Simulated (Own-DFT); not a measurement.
# Short bonds, stiff crystals?

No measurement is shown. These are fixed-geometry runs of a retired plane-wave code named Own-DFT, which no person has reviewed; spin and spin-orbit coupling are neglected.

Keep in mind (not all hold for every row): forces on such cells moved up to 12 meV/angstrom on a denser k mesh; k mesh not checked against a denser one; forces on such cells passed a denser k mesh, each cell not checked; stress not checked against mesh or cutoff.

All runs are PBE with PseudoDojo norm-conserving files; cutoff and k mesh are each material's own. Every cell starts from measured lattice constants and was given uniform random strains and small random moves of its atoms. Each triple is the change of volume in per cent, the rms move u in Å and the pressure in GPa.

- 3C SiC (C32Si32), 10.36 Å³/atom unstrained: (-2.74, 0.048, 12.13); (-1.72, 0.050, 10.15); (-0.96, 0.052, 8.44); (-0.82, 0.048, 7.26); (1.28, 0.053, 2.99); (2.44, 0.048, 0.74); (3.26, 0.047, -1.51)
- wurtzite AlN (Al64N64), 10.45 Å³/atom unstrained: (-2.78, 0.053, 12.70); (-2.28, 0.050, 11.39); (0.10, 0.050, 5.78); (0.50, 0.049, 4.95); (1.42, 0.050, 2.99); (1.46, 0.048, 2.88); (3.76, 0.052, -1.21)
- wurtzite GaN (Ga48N48), 11.42 Å³/atom unstrained: (-3.33, 0.048, 14.30); (-0.41, 0.049, 7.99); (-0.37, 0.047, 7.64); (0.87, 0.054, 5.19); (1.04, 0.050, 5.38); (1.35, 0.048, 4.79); (3.97, 0.050, -0.42)
- diamond silicon (Si64), 20.02 Å³/atom unstrained: withheld
- zincblende GaP (Ga32P32), 20.24 Å³/atom unstrained: (-2.22, 0.047, 5.69); (-1.50, 0.052, 4.75); (-1.24, 0.047, 4.34); (-0.74, 0.053, 4.19); (-0.43, 0.049, 3.93); (0.95, 0.054, 2.68); (3.50, 0.047, 0.33)
- grey tin (Sn64), 34.15 Å³/atom unstrained: (-1.80, 0.051, 4.83); (-1.17, 0.051, 4.41); (-0.75, 0.052, 4.14); (-0.02, 0.046, 3.69); (1.20, 0.055, 3.12); (1.22, 0.052, 3.15); (1.30, 0.048, 2.94)

## Analysis

Fit a line to each set against the fractional change of volume; B is minus its slope, and u is nearly the same within a set. To take it to zero pressure, assume that B rises by 4 GPa for each GPa: B0 = B - 4 x (mean pressure). The bond length of an ideal tetrahedral crystal with the unstrained volume v is d = (√3/4)(8 v)^(1/3). Cohen's empirical rule reads B0 = (1971 - 220 L) d^(-3.5) GPa, with L = 0 for group IV crystals and SiC and 1 for III-V compounds.

| material | L | d (Å) | B (GPa) | mean P (GPa) | B0 (GPa) | rule (GPa) |
|---|---|---|---|---|---|---|
| 3C SiC (C32Si32) | 0 | 1.888 | 226 ± 6 | 5.7 | 203 ± 6 | 213 |
| wurtzite AlN (Al64N64) | 1 | 1.893 | 216 ± 7 | 5.6 | 194 ± 7 | 188 |
| wurtzite GaN (Ga48N48) | 1 | 1.950 | 200 ± 6 | 6.4 | 174 ± 6 | 169 |
| diamond silicon (Si64) | 0 | 2.352 | ? | ? | ? | 99 |
| zincblende GaP (Ga32P32) | 1 | 2.360 | 90 ± 3 | 3.7 | 75 ± 3 | 87 |
| grey tin (Sn64) | 0 | 2.810 | 56 ± 2 | 3.8 | 41 ± 2 | 53 |

A line through ln[B0/(1971 - 220 L)] against ln d has a slope of -4.1 ± 0.1 and a scatter of 4 %. Against the rule, B0 stands at 95 % for 3C SiC, 103 % for wurtzite AlN, 103 % for wurtzite GaN, 87 % for zincblende GaP, 78 % for grey tin. PBE tends to make silicon and heavier crystals too soft, and the rule itself is only a guide.

## Test on the hidden row

Question: what B0 does the fitted trend give for diamond silicon (Si64)?

Estimate: 87 GPa. Its own runs give B = 101 ± 3 GPa at a mean pressure of 3.6 GPa, so B0 = 86 GPa.
